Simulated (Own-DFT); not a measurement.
## Calculated data, Si$_{3}$N$_{4}$ (beta silicon nitride, atoms displaced)

All values are calculated (Own-DFT development build). A calculation, not a measurement: plane-wave PBE density functional theory by an unreviewed code, no spin, of a simulated periodic cell, stress positive in tension, free energy of the whole cell less one offset for each atom, forces on such cells moved up to 12 meV/angstrom on a denser k mesh; offsets are fitted by least squares, one for each functional and potential file, so energies compare only between cells with the same atoms and settings and are not formation energies; the far tail of each file's local potential was reset to the Coulomb form; each entry is a single point on an unrelaxed cell, so the pressure reflects the starting lattice, mostly measured values (interpolated for alloys), from which strain is counted, and rises with the displacements; printed positions are rounded, which can move forces by about a meV/angstrom; the program, named Own-DFT, is a retired in-house code; no spin-orbit coupling; before rounding, a Quantum ESPRESSO 7.3.1 run of the same cell and cutoff gave forces within 1 meV/angstrom rms on each cell, which checks the program and not the settings.

### Si$_{3}$N$_{4}$ (beta silicon nitride, atoms displaced)

```xyz
112
Lattice="15.2120 0.0000 0.0000 -7.6060 13.1740 0.0000 0.0000 0.0000 5.8180" Properties=species:S:1:pos:R:3 Si3N4
Si    -1.6026     5.0859     0.7312
Si     0.2157     2.6748     0.7563
Si     1.3906     5.4442     0.6916
Si     5.3762     1.5344     2.1780
Si     3.5521     3.9387     2.1838
Si     2.4161     1.1213     2.1820
N      2.4241     0.2201     0.7552
N      6.2151     1.9715     0.7090
N      2.7892     4.3962     0.7186
N      1.3839     6.3886     2.1552
N     -2.4260     4.6234     2.1612
N      1.0302     2.1972     2.1935
N     -0.0171     4.3673     0.7304
N      3.8088     2.1992     2.1996
Si    -1.5972     5.0741     3.6223
Si     0.2446     2.6697     3.6366
Si     1.4106     5.4500     3.6640
Si     5.4223     1.5503     5.0938
Si     3.6030     3.9483     5.0755
Si     2.4115     1.1375     5.1014
N      2.3625     0.1913     3.6315
N      6.2503     1.9791     3.6224
N      2.7562     4.4091     3.6285
N      1.3872     6.3796     5.1338
N     -2.4270     4.6190     5.1064
N      1.0017     2.1700     5.0873
N     -0.0262     4.4154     3.6420
N      3.8198     2.1926     5.0768
Si    -5.3986    11.6991     0.7034
Si    -3.5948     9.2240     0.7369
Si    -2.4058    12.0209     0.7490
Si     1.6213     8.1038     2.1955
Si    -0.2415    10.5554     2.1541
Si    -1.4156     7.7680     2.1893
N     -1.3853     6.7800     0.7145
N      2.4200     8.5871     0.7782
N     -1.0189    10.9896     0.7133
N     -2.4300    12.9344     2.1994
N     -6.2302    11.2039     2.1665
N     -2.8086     8.7585     2.1539
N     -3.8394    10.9985     0.7407
N     -0.0198     8.7996     2.1926
Si    -5.3794    11.6531     3.6477
Si    -3.5995     9.2215     3.6412
Si    -2.4020    12.0331     3.6651
Si     1.6614     8.1301     5.0848
Si    -0.2124    10.5130     5.1086
Si    -1.3682     7.7088     5.0906
N     -1.3965     6.7604     3.6262
N      2.4262     8.5717     3.6611
N     -1.0116    10.9778     3.5942
N     -2.4493    12.9892     5.0783
N     -6.2156    11.1685     5.0673
N     -2.7643     8.7703     5.0773
N     -3.8261    10.9790     3.6533
N     -0.0194     8.7553     5.0980
Si     5.9685     5.1055     0.7516
Si     7.8427     2.6381     0.7325
Si     9.0099     5.4578     0.7623
Si    13.0572     1.5006     2.1783
Si    11.1707     3.9113     2.1763
Si    10.0112     1.1465     2.1665
N     10.0196     0.1985     0.7025
N     13.7851     1.9516     0.7304
N     10.3743     4.3990     0.7487
N      8.9852     6.3909     2.1578
N      5.1660     4.5810     2.1999
N      8.6458     2.1992     2.1639
N      7.5780     4.4129     0.7155
N     11.4322     2.1985     2.1775
Si     5.9872     5.0544     3.6307
Si     7.8038     2.6483     3.6048
Si     8.9690     5.4238     3.6412
Si    13.0108     1.5198     5.1161
Si    11.1708     3.9462     5.0866
Si     9.9938     1.1206     5.0978
N     10.0205     0.2016     3.6840
N     13.8374     1.9641     3.6350
N     10.3674     4.3744     3.6252
N      8.9949     6.3839     5.0965
N      5.1703     4.5582     5.0890
N      8.6370     2.1509     5.0890
N      7.6333     4.3847     3.6333
N     11.4389     2.1830     5.0916
Si     2.1685    11.6770     0.7450
Si     4.0161     9.2694     0.7391
Si     5.2057    12.0175     0.7642
Si     9.2288     8.0769     2.2193
Si     7.4341    10.5037     2.1810
Si     6.1788     7.7256     2.1866
N      6.1889     6.7992     0.6995
N     10.0352     8.5819     0.7287
N      6.5809    10.9402     0.7618
N      5.2003    12.9350     2.1993
N      1.3798    11.1963     2.2005
N      4.8419     8.7815     2.2097
N      3.8266    11.0130     0.6905
N      7.6208     8.8075     2.2060
Si     2.2016    11.6514     3.6274
Si     3.9640     9.2210     3.6377
Si     5.1838    12.0430     3.6168
Si     9.1681     8.1033     5.0845
Si     7.3864    10.4929     5.1013
Si     6.2199     7.7503     5.1145
N      6.2330     6.7844     3.6454
N     10.0402     8.6054     3.6022
N      6.5901    10.9816     3.5993
N      5.2093    12.9330     5.1102
N      1.3670    11.1930     5.0613
N      4.7945     8.7674     5.1295
N      3.8114    10.9913     3.6596
N      7.5959     8.7824     5.0663
```

| Property | Result |
| --- | --- |
| functional | PBE |
| potential files | PseudoDojo norm-conserving, scalar-relativistic, standard set |
| wave cutoff | 42 hartree |
| occupations | Fermi-Dirac |
| smearing width | 0.1 eV |
| k mesh | 2 x 2 x 4 centred on Gamma |
| stress yy | withheld |

To be estimated
1. Si$_{3}$N$_{4}$ (beta silicon nitride, atoms displaced): stress yy?
2. Give the table of force values for Si$_{3}$N$_{4}$ (beta silicon nitride, atoms displaced).

## Answers
1. -4.26 GPa
2. 
Force:
```tsv
element	x (eV/Å)	y (eV/Å)	z (eV/Å)
Si	0.259	-0.72	-0.223
Si	-0.936	-0.203	-0.879
Si	-1.029	-1.398	1.948
Si	0.196	-0.772	-0.083
Si	0.631	-1.387	-0.232
Si	0.419	1.273	0.872
N	-0.415	-0.048	-1.136
N	1.029	0.098	1.085
N	-0.45	0.664	-0.217
N	0.686	-0.131	0.993
N	-0.845	-0.147	0.623
N	0.621	-0.619	-0.361
N	0.725	0.868	-0.048
N	-0.976	0.263	-0.072
Si	-0.544	-0.852	0.296
Si	-1.609	0.907	0.306
Si	-2.117	0.02	-1.044
Si	-1.091	-0.608	-0.706
Si	-0.731	-2.001	0.254
Si	0.625	0.784	-0.49
N	0.082	0.469	0.506
N	-0.629	-0.467	-0.134
N	0.452	0.13	0.428
N	0.817	1.404	-1.871
N	-0.549	0.128	-0.689
N	0.653	-0.375	0.845
N	1.64	-0.648	0.049
N	-0.779	0.506	0.013
Si	-0.365	-1.676	0.607
Si	-0.579	1.863	-1.323
Si	-1.669	-0.129	-0.857
Si	-2.421	0.115	-0.077
Si	1.229	-2.081	0.707
Si	1.327	-0.913	-0.368
N	-0.26	0.664	0.783
N	0.673	0.07	-1.171
N	-0.541	0.822	-0.143
N	0.614	1.698	-0.155
N	0.832	0.784	0.042
N	0.339	-0.28	1.142
N	1.662	-0.767	-0.132
N	0.672	0.247	-0.054
Si	-0.716	-0.624	-1.043
Si	0.526	1.862	-0.12
Si	-1.097	-1.214	-0.47
Si	-2.877	-0.421	1.93
Si	0.032	-1.555	-1.703
Si	-0.179	0.26	-0.347
N	-0.239	1.444	-0.09
N	-0.399	-0.595	-0.937
N	-0.734	0.903	1.681
N	0.802	0.067	1.004
N	-0.497	0.421	0.834
N	0.037	-0.421	0.401
N	1.681	-0.564	0.015
N	1.625	0.895	-0.04
Si	1.121	-1.507	-0.779
Si	-1.108	1.849	-0.969
Si	-1.291	-1.186	-1.479
Si	-2.017	-0.005	0.868
Si	1.501	-0.782	0.235
Si	1.755	0.216	0.856
N	-0.64	-0.1	1.334
N	2.755	0.851	0.267
N	-0.414	0.485	-0.717
N	0.354	-0.201	1.727
N	-0.279	0.554	-0.366
N	-0.001	-0.63	0.424
N	0.454	-0.547	0.248
N	-0.589	-0.699	0.014
Si	1.409	-0.094	0.654
Si	1.103	0.988	0.976
Si	0.396	0.294	-0.103
Si	-0.723	-0.882	-1.322
Si	1.156	-1.668	0.295
Si	2.122	1.567	-0.23
N	-0.544	-0.373	-2.147
N	0.969	0.132	0.304
N	-0.493	0.869	0.217
N	0.364	-0.03	-0.207
N	0.964	1.235	0.149
N	-0.919	0.399	-0.34
N	-1.574	-0.487	-0.088
N	-1.77	0.586	0.032
Si	1.693	-1.014	-0.98
Si	0.088	1.332	0.632
Si	0.076	-0.516	-1.183
Si	-1.281	1.568	-1.764
Si	-0.444	-0.316	0.369
Si	2.161	0.989	0.191
N	-0.403	-0.058	1.304
N	-0.8	-1.003	-0.195
N	-0.22	0.631	-0.949
N	0.294	1.761	-0.651
N	-0.593	0.14	-0.803
N	-1.102	-0.211	-0.316
N	-1.587	-1.022	0.614
N	-0.249	-2.018	-0.221
Si	1.185	0.201	0.602
Si	2.504	2.358	0.635
Si	0.412	-1.531	1.697
Si	0.982	0.69	0.223
Si	-0.248	0.542	-0.723
Si	-0.111	0.481	-1.237
N	-0.675	-0.298	0.063
N	-0.799	-1.147	1.645
N	-0.308	0.458	1.277
N	0.475	1.123	-0.152
N	-0.125	0.114	1.198
N	0.359	-0.77	-1.131
N	-0.803	-1.126	-0.442
N	-0.152	-0.208	0.3
```

Further results for Si$_{3}$N$_{4}$ (beta silicon nitride, atoms displaced):

| Property | Result |
| --- | --- |
| free energy of cell above offsets | -18.916 eV |
| pressure | 5.59 GPa |
| stress xx | -5.15 GPa |
| stress zz | -7.35 GPa |
| stress yz | 0.04 GPa |
| stress xz | 0.06 GPa |
| stress xy | -0.02 GPa |
